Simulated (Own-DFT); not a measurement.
# Response to strain: grey tin, 32 atoms (Sn32)

All numbers below are calculated, not measured. The program, named Own-DFT, is a retired in-house plane-wave density functional code that no person has reviewed. Each row is one single-point run on a periodic cell that was not relaxed, without spin or spin-orbit coupling.

Settings of every run: PBE; PseudoDojo norm-conserving scalar-relativistic files; cutoff 42 hartree; 3 x 3 x 5 k mesh centred on Gamma; cold (Marzari-Vanderbilt) smearing of 0.2 eV.

Known limits: forces on such cells failed a check on a denser k mesh; stress not checked against mesh or cutoff.

Unstrained cell vectors in Å: (12.978, 0.000, 0.000); (0.000, 12.978, 0.000); (0.000, 0.000, 6.489). The unstrained cell has measured lattice constants (interpolated for alloys), not those of this functional. That, the random moves and any unrelaxed bonds set the pressure at no strain. Each run strains this cell uniformly, with the atoms carried along. Every atom was also moved at random, by a Gaussian of width 0.05 Å on each axis. Strain is the symmetric tensor, in per cent. Stress is positive in tension, and the pressure is minus a third of its trace.

| run | e_xx (%) | e_yy (%) | e_zz (%) | s_xx (GPa) | s_yy (GPa) | s_zz (GPa) | P (GPa) | E (meV/atom) |
|---|---|---|---|---|---|---|---|---|
| 1 | -1.50 | -1.50 | 0.00 | -5.48 | -5.52 | -5.01 | 5.34 | 51.1 |
| 2 | -2.50 | -2.50 | 0.00 | -6.70 | -6.73 | -5.97 | 6.47 | 62.2 |
| 3 | 2.25 | 2.25 | 0.00 | -1.42 | -1.27 | -2.03 | 1.57 | 1.1 |
| 4 | 0.25 | 0.25 | 0.00 | -3.29 | -3.22 | -3.35 | 3.29 | 8.3 |
| 5 | -2.00 | -2.00 | 0.00 | -6.05 | -6.05 | -5.54 | 5.88 | 52.6 |
| 6 | 1.75 | 1.75 | 0.00 | -1.81 | -1.76 | -2.28 | 1.95 | 0.0 |
| 7 | -0.50 | -0.50 | 0.00 | -4.10 | -4.08 | -4.00 | 4.06 | 16.7 |
| 8 | 0.75 | 0.75 | 0.00 | -2.79 | -2.73 | -2.96 | 2.83 | 5.3 |
| 9 | 1.25 | 1.25 | 0.00 | ? | ? | ? | ? | ? |

E is the free energy for each atom above the lowest run shown.

## Worked fit

The change of volume is close to e_xx + e_yy + e_zz. A straight line through the runs shown gives P = 3.74 - 52 x (fractional change of volume) GPa, with an error of 2 on the slope and a scatter of 0.17 GPa. The strain isn't the same on all axes, but the crystal is cubic, so the slope still estimates the bulk modulus, averaged over pressures from 1.6 to 6.5 GPa.

## Withheld run

Question: what pressure should run 9 give? Its volume changes by 2.52 %.

The line gives 2.4 GPa. The calculation gave 2.39 GPa.
